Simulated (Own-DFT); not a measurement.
# Shaking the atoms of a stack of InAs and GaAs layers, 64 atoms (As32Ga24In8)

All numbers below are calculated, not measured. They come from Own-DFT, an in-house plane-wave density functional program, since retired, whose code no person has reviewed. Each row is one single-point run on a periodic cell that was not relaxed, without spin or spin-orbit coupling.

Settings of every run: PBE; PseudoDojo norm-conserving scalar-relativistic files; cutoff 42 hartree; 3 x 3 x 3 k mesh centred on Gamma; Fermi-Dirac smearing of 0.1 eV.

Known limits: forces on such cells passed a denser k mesh, each cell not checked; stress not checked against mesh or cutoff.

Cell vectors in Å: (11.307, 0.000, 0.000); (0.000, 11.307, 0.000); (0.000, 0.000, 11.307). In each run every atom was moved at random and independently from its ideal site; u is the rms move along one axis. E is the free energy for each atom above the fitted value at u = 0, and F the rms of the force components.

```
run,u (Å),E (meV/atom),F (eV/Å),largest force (eV/Å),P (GPa)
1,0.0309,17.3,0.726,3.53,9.01
2,0.0313,?,?,?,?
3,0.0329,20.5,0.769,3.17,9.06
4,0.0587,62.4,1.080,4.27,9.60
5,0.0603,56.8,1.049,4.07,9.52
6,0.0862,147.1,1.756,8.62,10.77
7,0.1071,209.0,2.156,12.35,11.54
```

## Worked fit

For small independent moves the energy grows as E = (3/2) K u², with K the mean stiffness felt by one atom. The runs with u up to 0.11 Å give K = 12.1 ± 0.7 eV/Å², with residuals divided by u² + 0.0006 Å², since the noise grows with the moves. The scatter is 4.2 meV/atom at u = 0.05 Å. The forces follow F² = F0² + G² u², fitted to F/u, with G = 18.2 eV/Å² and F0 = 0.45 eV/Å. F0 is the force that atoms already bear on their ideal sites. G exceeds K because the moves of its neighbours add to the force on an atom, and stiffness differs between atoms. The pressure follows P = 8.76 + 248 u² GPa: at fixed volume, shortened bonds push harder than stretched ones pull.

## Withheld run

Question: what energy and rms force should run 2 give?

The fit gives 18 ± 2 meV/atom and about 0.73 eV/Å. The calculation gave 12.4 meV/atom and 0.694 eV/Å.
